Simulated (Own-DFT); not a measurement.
GaP (zincblende, strained, atoms displaced), Si₃N₄ (beta silicon nitride, strained, atoms displaced), GaAs (zincblende with one plane slipped along a stacking-fault path, atoms displaced), SiC (2H silicon carbide, atoms displaced) (calculated)

A calculation, not a measurement: plane-wave PBE density functional theory by an unreviewed code, no spin, of a simulated periodic cell, stress positive in tension, free energy of the whole cell less one offset for each atom, forces on such cells passed a denser k mesh, this cell's mesh not checked; offsets are fitted by least squares, one for each functional and potential file, so energies compare only between cells with the same atoms and settings and are not formation energies; the far tail of each file's local potential was reset to the Coulomb form; each entry is a single point on an unrelaxed cell, so the pressure reflects the starting lattice, mostly measured values (interpolated for alloys), from which strain is counted, and rises with the displacements; printed positions are rounded, which can move forces by about a meV/angstrom; the program, named Own-DFT, is a retired in-house code; no spin-orbit coupling. Program: Own-DFT development build.

Common to all runs: functional PBE; potential files PseudoDojo norm-conserving, scalar-relativistic, standard set; wave cutoff 42 hartree; occupations Fermi-Dirac; smearing width 0.1 eV.

(1) GaP (zincblende, strained, atoms displaced)

```
GaP
1.0
     10.8620     0.0000     0.0000
      0.0000    10.8620     0.0000
      0.0000     0.0000    10.9439
Ga P Ga P Ga P Ga P Ga P Ga P Ga P Ga P
4 4 4 4 4 4 4 4 4 4 4 4 4 4 4 4
Direct
  0.00204 0.00443 0.00367
  0.99900 0.25092 0.24840
  0.25306 0.99972 0.24964
  0.25463 0.24871 0.99764
  0.12514 0.12890 0.12581
  0.12741 0.37425 0.37545
  0.37651 0.12602 0.37415
  0.37427 0.37883 0.12465
  0.99991 0.00041 0.50100
  0.00085 0.24957 0.74386
  0.24774 0.99827 0.74918
  0.25199 0.25209 0.50428
  0.12673 0.12610 0.61997
  0.12669 0.37527 0.87419
  0.37797 0.12384 0.87899
  0.37531 0.38268 0.62565
  0.99815 0.49639 0.00285
  0.99743 0.74980 0.25024
  0.25430 0.50223 0.24886
  0.25486 0.75164 0.00217
  0.12434 0.62608 0.12874
  0.12508 0.87285 0.36872
  0.37286 0.62821 0.37724
  0.37937 0.87126 0.12506
  0.99981 0.49958 0.50392
  0.99746 0.75529 0.75157
  0.25339 0.49986 0.75235
  0.25396 0.74758 0.49974
  0.12498 0.62345 0.62885
  0.12275 0.87308 0.87500
  0.37833 0.62721 0.87478
  0.37105 0.87958 0.62448
  0.50321 0.99902 0.99645
  0.49903 0.24611 0.25018
  0.75563 0.00007 0.24477
  0.74816 0.25436 0.99824
  0.62412 0.12582 0.12410
  0.62603 0.37599 0.37565
  0.87290 0.12443 0.37761
  0.87062 0.37679 0.12226
  0.50520 0.99970 0.49715
  0.50088 0.25333 0.74989
  0.75075 0.99819 0.75221
  0.74762 0.24873 0.50027
  0.62699 0.12631 0.62992
  0.62536 0.38071 0.87522
  0.87484 0.12523 0.87241
  0.87288 0.37772 0.62866
  0.50238 0.49939 0.99415
  0.50163 0.75034 0.25320
  0.74785 0.49801 0.25226
  0.74769 0.75112 0.99629
  0.62462 0.62716 0.11966
  0.62607 0.87833 0.37930
  0.87588 0.62906 0.37601
  0.87781 0.87293 0.12881
  0.49951 0.50065 0.50221
  0.50116 0.75099 0.75220
  0.74684 0.50172 0.74734
  0.75126 0.75510 0.49807
  0.62800 0.62638 0.62368
  0.62450 0.87479 0.87315
  0.87701 0.62586 0.87383
  0.87657 0.87717 0.62062
```

```
hardware                          : one NVIDIA H100
k mesh                            : 3 x 3 x 3 centred on Gamma
free energy of cell above offsets : -35.253 eV
pressure                          : 3.08 GPa
stress xx                         : -3.28 GPa
stress yy                         : -3.27 GPa
stress zz                         : -2.69 GPa
stress yz                         : -0.17 GPa
stress xz                         : 0.36 GPa
stress xy                         : 0.12 GPa
wall time                         : 510 s
```

Force:
```csv
element,x (eV/Å),y (eV/Å),z (eV/Å)
Ga,-0.198,-0.321,-0.274
Ga,-0.177,0.141,0.335
Ga,-0.175,-0.01,-0.231
Ga,-0.441,0.364,0.324
P,0.45,-0.187,-0.006
P,-0.186,0.247,-0.053
P,-0.146,-0.145,0.468
P,0.543,-0.415,-0.206
Ga,0.42,-0.074,-0.702
Ga,0.072,0.1,0.455
Ga,-0.089,0.416,0.376
Ga,0.2,0.116,-0.541
P,-0.048,-0.201,0.541
P,-0.125,-0.297,0.048
P,-0.19,0.002,-0.889
P,0.121,-0.909,0.135
Ga,0.451,0.543,-0.311
Ga,0.375,-0.21,0.089
Ga,-0.528,-0.016,0.321
Ga,-0.601,-0.344,-0.165
P,0.092,-0.144,-0.542
P,0.15,0.251,0.838
P,0.769,-0.568,-0.318
P,0.019,0.752,0.064
Ga,0.103,0.089,-0.322
Ga,0.125,-0.539,-0.399
Ga,-0.416,0.437,0.172
Ga,-0.958,0.469,0.367
P,0.096,0.432,-0.118
P,0.376,0.474,0.468
P,-0.316,-0.129,0.058
P,0.808,-0.447,-0.128
Ga,-0.101,-0.093,0.568
Ga,0.077,0.708,-0.16
Ga,-0.545,0.155,0.531
Ga,0.017,-0.488,-0.149
P,0.328,-0.134,-0.17
P,-0.536,-0.318,0.074
P,0.268,0.187,-0.374
P,0.237,-0.278,0.585
Ga,-0.636,0.546,0.733
Ga,-0.175,-0.027,0.156
Ga,0.168,0.068,-0.302
Ga,0.25,0.272,0.252
P,-0.283,-0.168,-0.356
P,0.117,-0.638,-0.455
P,0.143,0.185,0.372
P,-0.049,-0.393,-0.564
Ga,-0.45,0.356,0.763
Ga,0.236,-0.147,-0.039
Ga,0.176,0.745,-0.31
Ga,0.58,-0.022,0.268
P,-0.013,-0.281,0.733
P,0.33,-0.226,-1.074
P,-0.214,-0.658,0.055
P,-0.307,0.167,-1.039
Ga,0.276,0.381,-0.456
Ga,-0.24,0.064,-0.748
Ga,0.431,0.268,0.406
Ga,0.002,-0.432,0.149
P,-0.367,0.39,-0.096
P,0.229,0.105,0.019
P,-0.309,-0.139,0.104
P,-0.217,-0.027,0.668
```

(2) Si₃N₄ (beta silicon nitride, strained, atoms displaced)

```
Si3N4
1.0
      7.6176     0.0937    -0.0649
     -3.7277     6.4506     0.0805
     -0.0745     0.0636     8.8395
Si N Si N Si N
6 8 6 8 6 8
Direct
  0.17425 0.77355 0.08315
  0.22719 0.40662 0.07231
  0.59055 0.83119 0.08613
  0.81890 0.23291 0.24629
  0.77370 0.60395 0.25619
  0.40023 0.17083 0.25065
  0.33504 0.01796 0.08939
  0.96014 0.29855 0.07205
  0.69411 0.66569 0.08903
  0.66837 0.95983 0.24804
  0.03934 0.69411 0.25261
  0.29969 0.32515 0.24046
  0.33728 0.67140 0.09101
  0.68125 0.33984 0.26412
  0.16379 0.77043 0.42176
  0.22054 0.40820 0.41653
  0.58853 0.81212 0.41849
  0.82103 0.21768 0.59234
  0.77098 0.59912 0.58021
  0.40967 0.17867 0.58797
  0.33852 0.03334 0.42528
  0.96669 0.30428 0.41227
  0.69573 0.66822 0.40359
  0.66646 0.97296 0.57480
  0.02882 0.70123 0.57819
  0.29872 0.32451 0.58225
  0.33977 0.67217 0.41963
  0.66726 0.33282 0.59148
  0.18024 0.76843 0.74601
  0.22714 0.39565 0.75396
  0.59530 0.83113 0.75646
  0.82622 0.22414 0.91393
  0.76950 0.60293 0.91268
  0.38709 0.15923 0.91875
  0.35423 0.02703 0.74741
  0.95621 0.30530 0.74874
  0.68499 0.66527 0.75493
  0.66583 0.97310 0.91437
  0.00878 0.69125 0.90583
  0.30939 0.33106 0.90484
  0.34391 0.66590 0.74758
  0.65850 0.33487 0.91753
```

```
k mesh                            : 3 x 3 x 3 centred on Gamma
free energy of cell above offsets : -2.447 eV
pressure                          : 7.65 GPa
stress xx                         : -8.77 GPa
stress yy                         : -12.98 GPa
stress zz                         : -1.19 GPa
stress yz                         : 0.07 GPa
stress xz                         : -3.27 GPa
stress xy                         : 3.86 GPa
```

Force:
```csv
element,x (eV/Å),y (eV/Å),z (eV/Å)
Si,-0.772,-4.127,-0.146
Si,0.428,-0.325,1.432
Si,1.372,-1.07,-0.675
Si,2.924,-1.613,0.189
Si,2.109,-1.716,-3.662
Si,2.635,0.664,1.477
N,-0.673,3.462,-1.02
N,2.486,0.795,2.15
N,0.361,0.777,-1.604
N,-0.279,2.322,1.063
N,-1.963,0.351,-0.546
N,-2.359,0.97,0.615
N,-1.42,-1.366,-1.4
N,-4.721,-0.287,-0.733
Si,3.453,1.009,-1.793
Si,1.829,-0.835,-0.88
Si,-1.381,3.333,-0.976
Si,-1.296,3.232,-4.026
Si,-1.013,-1.405,1.152
Si,1.603,-0.086,-1.057
N,-0.735,-0.289,-1.316
N,0.11,-0.749,1.206
N,1.069,-0.302,4.663
N,0.572,-3.473,1.677
N,-0.709,0.14,2.155
N,-2.389,0.889,0.667
N,-2.339,-1.37,0.232
N,0.105,0.839,-0.447
Si,-0.617,-1.151,0.373
Si,-1.363,1.417,-4.096
Si,-0.559,0.017,-2.373
Si,-4.082,2.38,-0.374
Si,-2.938,-3.462,2.518
Si,5.006,1.302,-0.53
N,-1.726,-0.585,1.621
N,4.023,0.741,1.125
N,1.459,0.458,-2.946
N,0.211,-1.592,1.026
N,6.143,3.629,0.944
N,-2.235,-0.177,3.466
N,-2.814,-1.164,0.506
N,0.487,-1.58,0.34
```

(3) GaAs (zincblende with one plane slipped along a stacking-fault path, atoms displaced)

```
GaAs
1.0
      5.6533    -5.6533     0.0000
      0.0000     5.6533    -5.6533
     11.4950    11.4950    10.9297
Ga As Ga As Ga As Ga As Ga As Ga As Ga As Ga As Ga As Ga As Ga As Ga As Ga As Ga As Ga As Ga As Ga As Ga As Ga As Ga As Ga As Ga As Ga As Ga As
1 1 1 1 1 1 1 1 1 1 1 1 1 1 1 1 1 1 1 1 1 1 1 1 1 1 1 1 1 1 1 1 1 1 1 1 1 1 1 1 1 1 1 1 1 1 1 1
Direct
  0.00295 0.01447 0.99984
  0.99000 0.98342 0.12535
  0.16134 0.32380 0.16979
  0.17000 0.31197 0.28990
  0.31643 0.15167 0.33309
  0.32062 0.13974 0.45150
  0.00614 0.01940 0.49971
  0.02370 0.02900 0.62197
  0.18591 0.35640 0.66568
  0.17840 0.35109 0.79763
  0.35668 0.18806 0.83432
  0.31659 0.17187 0.95934
  0.00745 0.50158 0.00087
  0.98805 0.49550 0.12746
  0.16691 0.82548 0.16514
  0.15636 0.81656 0.28605
  0.32025 0.64461 0.33706
  0.31822 0.63265 0.45973
  0.00034 0.53042 0.49722
  0.01327 0.52161 0.62316
  0.18241 0.86187 0.66439
  0.17083 0.84738 0.78997
  0.33058 0.66024 0.83652
  0.32724 0.66696 0.95773
  0.49427 0.99217 0.99430
  0.50579 0.00054 0.12380
  0.66101 0.32415 0.16926
  0.66724 0.30207 0.29026
  0.82265 0.14991 0.33295
  0.81052 0.13724 0.46070
  0.50718 0.03548 0.49665
  0.49482 0.01059 0.62237
  0.67467 0.35715 0.66617
  0.67398 0.35164 0.79186
  0.83638 0.18550 0.82931
  0.83309 0.17165 0.95720
  0.49444 0.51267 0.99978
  0.49358 0.49464 0.12349
  0.65251 0.82255 0.17116
  0.66649 0.82701 0.29290
  0.81147 0.63730 0.33568
  0.80634 0.62618 0.45738
  0.51314 0.53618 0.50035
  0.51374 0.53416 0.62406
  0.67934 0.84532 0.66502
  0.66332 0.84278 0.79474
  0.84386 0.67757 0.83557
  0.83936 0.67186 0.96124
```

```
k mesh                            : 4 x 4 x 2 centred on Gamma
free energy of cell above offsets : -15.209 eV
pressure                          : 4.84 GPa
stress xx                         : -5.05 GPa
stress yy                         : -4.67 GPa
stress zz                         : -4.8 GPa
stress yz                         : -0.38 GPa
stress xz                         : -1.06 GPa
stress xy                         : 1.86 GPa
```

Force:
```csv
element,x (eV/Å),y (eV/Å),z (eV/Å)
Ga,-0.694,0.361,1.263
As,0.149,0.489,-0.449
Ga,-0.967,-0.624,-0.451
As,-0.467,1.905,-0.473
Ga,0.3,-2.163,0.397
As,-0.215,2.12,-1.307
Ga,-0.223,-0.963,1.108
As,-0.345,0.665,0.521
Ga,0.069,0.87,0.247
As,-1.427,-1.525,0.247
Ga,-0.942,0.503,1.015
As,1.417,-1.28,-0.698
Ga,-0.499,0.825,0.692
As,0.379,-0.975,-0.017
Ga,-0.161,-0.294,-0.482
As,0.723,0.889,1.069
Ga,-0.322,-0.455,-0.741
As,-0.994,1.654,-2.354
Ga,1.453,-1.579,2.748
As,-0.102,0.319,0.071
Ga,-0.499,0.305,1.197
As,0.668,-0.173,0
Ga,-0.011,0.768,-1.666
As,0.161,0.039,-0.213
Ga,0.527,1.162,-0.412
As,-0.675,-0.13,0.036
Ga,-0.645,-0.048,-0.459
As,-0.846,2.097,-0.657
Ga,1.545,-0.746,0.656
As,0.728,-0.462,-2.496
Ga,0.102,-0.37,2.82
As,1.431,-0.704,-0.923
Ga,-0.237,-0.499,0.121
As,0.078,-0.353,-0.698
Ga,0.414,-0.223,0.849
As,-0.43,0.06,-0.368
Ga,0.491,-0.962,0.483
As,0.353,0.367,0.379
Ga,-0.133,-0.734,-0.302
As,-0.397,0.112,1.143
Ga,-0.183,-1.004,-0.81
As,-0.032,0.893,-2.905
Ga,0.077,-0.49,2.69
As,-0.261,-0.985,0.847
Ga,0.808,1.234,-0.846
As,0.143,-0.664,-0.392
Ga,-0.044,0.583,-0.294
As,-0.266,0.184,-0.185
```

(4) SiC (2H silicon carbide, atoms displaced)

```
SiC
1.0
      6.1654     0.0000     0.0000
     -3.0827     5.3394     0.0000
      0.0000     0.0000    10.0681
Si C Si C Si C Si C Si C Si C Si C Si C
2 2 2 2 2 2 2 2 2 2 2 2 2 2 2 2
Direct
  0.99776 0.99760 0.99675
  0.16441 0.33592 0.24603
  0.00337 0.99953 0.19068
  0.17233 0.34427 0.43916
  0.99844 0.99783 0.49573
  0.15670 0.33423 0.75022
  0.00286 0.00088 0.68904
  0.16262 0.32537 0.93962
  0.01095 0.50822 0.00147
  0.16768 0.83204 0.25031
  0.01064 0.49813 0.19005
  0.16607 0.83672 0.43965
  0.99969 0.49927 0.50463
  0.16847 0.82200 0.75001
  0.99699 0.48865 0.69550
  0.15572 0.81717 0.93578
  0.49595 0.99897 0.00460
  0.66486 0.31820 0.24829
  0.49017 0.99850 0.18576
  0.66251 0.33818 0.43939
  0.50489 0.00513 0.50341
  0.68523 0.34798 0.75200
  0.50068 0.00470 0.68773
  0.66625 0.33146 0.93455
  0.50190 0.49833 0.99972
  0.66938 0.83361 0.25071
  0.50491 0.49768 0.18518
  0.65773 0.82777 0.43450
  0.50187 0.50571 0.49875
  0.67690 0.83167 0.75186
  0.48938 0.49238 0.68482
  0.68419 0.85156 0.93720
```

```
hardware                          : one NVIDIA H100
k mesh                            : 5 x 5 x 3 centred on Gamma
free energy of cell above offsets : -4.054 eV
pressure                          : 4.26 GPa
stress xx                         : -3.93 GPa
stress yy                         : -3.09 GPa
stress zz                         : -5.76 GPa
stress yz                         : 0.61 GPa
stress xz                         : 0.33 GPa
stress xy                         : 0.17 GPa
wall time                         : 120.2 s
```

Force:
```csv
element,x (eV/Å),y (eV/Å),z (eV/Å)
Si,1.23,0.229,1.219
Si,2.066,-0.489,1.264
C,-0.445,-0.049,-0.771
C,-0.462,-1.187,-0.55
Si,-0.336,0.829,0.802
Si,2.826,-1.414,0.729
C,0.357,-0.674,-0.59
C,0.387,1.294,-0.353
Si,-0.714,-2.528,0.263
Si,-0.611,-0.354,0.77
C,-2.053,0.436,-0.771
C,0.642,-0.471,-0.037
Si,-0.23,0.269,-0.819
Si,-0.404,1.747,-0.272
C,-0.135,2.053,-2.2
C,0.681,2.307,0.368
Si,0.335,0.165,-2.197
Si,-0.477,2.205,0.572
C,1.47,-0.667,0.72
C,1.232,-0.527,-0.393
Si,-0.678,-0.256,-0.397
Si,-3.224,-2.533,-0.219
C,1.059,-0.33,0.799
C,0.248,0.35,1.494
Si,0.088,0.522,-0.597
Si,-0.226,-0.592,-0.809
C,-0.13,0.056,0.59
C,0.508,1.352,0.556
Si,-0.377,-0.672,0.327
Si,-1.609,0.105,-0.9
C,0.995,1.137,1.021
C,-2.013,-2.312,0.38
```

(5) SiC (2H silicon carbide, atoms displaced)

```
SiC
1.0
      6.1654     0.0000     0.0000
     -3.0827     5.3394     0.0000
      0.0000     0.0000    10.0681
Si C Si C Si C Si C Si C Si C Si C Si C
2 2 2 2 2 2 2 2 2 2 2 2 2 2 2 2
Direct
  0.00495 0.99423 0.00104
  0.15869 0.32348 0.25050
  0.00571 0.99876 0.18953
  0.16633 0.33603 0.43528
  0.99539 0.00062 0.49983
  0.16931 0.33479 0.75272
  0.00962 0.00766 0.68267
  0.16292 0.32713 0.94221
  0.99996 0.50461 0.99829
  0.16347 0.83811 0.24888
  0.99652 0.50380 0.18863
  0.15642 0.83764 0.43753
  0.00674 0.49835 0.49990
  0.17831 0.84253 0.75055
  0.00863 0.50800 0.68258
  0.16824 0.83532 0.93591
  0.50432 0.00245 0.00292
  0.65956 0.33579 0.24580
  0.49361 0.99560 0.19208
  0.67345 0.33908 0.43780
  0.49705 0.99978 0.49836
  0.66567 0.32910 0.75019
  0.49535 0.99419 0.68771
  0.66104 0.32309 0.93587
  0.49966 0.50348 0.00312
  0.67351 0.84259 0.24749
  0.49257 0.50099 0.18974
  0.67075 0.83354 0.43806
  0.49889 0.49880 0.49359
  0.66233 0.83062 0.74918
  0.50650 0.48328 0.68530
  0.66249 0.83895 0.93629
```

```
hardware                          : one NVIDIA H100
k mesh                            : 5 x 5 x 3 centred on Gamma
free energy of cell above offsets : -4.622 eV
pressure                          : 3.7 GPa
stress xx                         : -3.55 GPa
stress yy                         : -2.18 GPa
stress zz                         : -5.37 GPa
stress yz                         : 0.17 GPa
stress xz                         : 0.05 GPa
stress xy                         : 1.04 GPa
wall time                         : 124.1 s
```

Force:
```csv
element,x (eV/Å),y (eV/Å),z (eV/Å)
Si,-1.292,0.55,-0.419
Si,-0.476,1.749,-0.287
C,-1.226,0.142,-1.053
C,0.363,-0.563,0.063
Si,0.44,0.428,0.035
Si,0.225,0.029,-0.756
C,-0.884,-0.63,1.653
C,0.064,0.689,-0.421
Si,0.148,-0.916,0.324
Si,0.926,-1.365,1.248
C,0.158,-0.486,-0.541
C,1.575,-0.406,-0.258
Si,-1.269,0.935,-0.604
Si,-1.492,-0.989,-0.815
C,0.033,-0.599,1.852
C,0.455,-0.211,0.449
Si,-0.674,-0.416,-0.089
Si,0.851,0.011,1.124
C,0.401,0.858,-0.977
C,-0.236,-0.801,-0.564
Si,-0.192,0.196,-0.204
Si,1.379,-0.079,-0.515
C,1.145,0.646,-0.405
C,-0.121,1.628,0.734
Si,-0.019,-0.437,-0.87
Si,-0.425,-1.144,0.951
C,0.292,0.353,-0.266
C,-1.146,0.173,-0.459
Si,0.669,-0.116,1.044
Si,1.21,-0.342,-0.73
C,-2.207,1.924,0.069
C,1.325,-0.811,0.689
```
